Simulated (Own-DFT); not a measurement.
# Point defects and the pressure they add: C11b WSi2

Source: density functional calculations with Own-DFT, an unreviewed in-house program that is no longer used. Nothing was measured or relaxed, and spin and spin-orbit coupling are left out.

Settings: PBE; PseudoDojo norm-conserving scalar-relativistic files; cutoff 50 hartree; 5 x 5 x 5 k mesh centred on Gamma; cold (Marzari-Vanderbilt) smearing of 0.2 eV.

Known weak points: forces on such cells failed a check on a denser k mesh; stress not checked against mesh or cutoff.

All runs share one cell, with vectors in Å (-2.148, -5.953, 3.409); (-6.444, 2.976, 1.136); (-2.553, -2.948, -6.757) and a volume of 403.2 Å³. Atoms were moved at random from their sites; u is the rms move along one axis. The defect's site can differ from row to row.

```
cell,formula,u (Å),P (GPa)
no defect,Si20W10,0.0204,4.40
no defect,Si20W10,0.0500,5.96
no defect,Si20W10,0.0539,6.48
one W on a Si site,Si19W11,0.0286,9.94
one W on a Si site,Si19W11,0.0488,11.28
one W on a Si site,Si19W11,0.0519,10.31
one Si vacancy,Si19W10,0.0306,?
one Si vacancy,Si19W10,0.0308,3.43
one Si vacancy,Si19W10,0.0447,4.15
one Si vacancy,Si19W10,0.0494,4.36
one Si on a W site,Si21W9,0.0260,6.19
one Si on a W site,Si21W9,0.0285,6.37
one Si on a W site,Si21W9,0.0507,7.72
```

## Analysis

P = P0 + c u² + a shift for each defect gives P0 = 4.28 GPa, c = 691 ± 118 GPa/Å² and a scatter of 0.35 GPa. The shifts, and each times the cell's volume:

- one W on a Si site: 4.88 ± 0.29 GPa, 12.3 eV
- one Si on a W site: 1.55 ± 0.30 GPa, 3.9 eV
- one Si vacancy: -1.53 ± 0.29 GPa, -3.9 eV

A positive shift means that the defect pushes the cell outwards. Shift times volume (160.2 GPa Å³ is 1 eV) depends little on the cell's size, so, taken for each site, it can be compared between cells at like pressure. The atoms around the defects weren't relaxed, which would change these numbers.

## The run left out

Asked: what pressure belongs in the blank (one Si vacancy, u = 0.0306 Å)?

The fit gives 3.39 ± 0.42 GPa. The run itself gave 3.67 GPa.
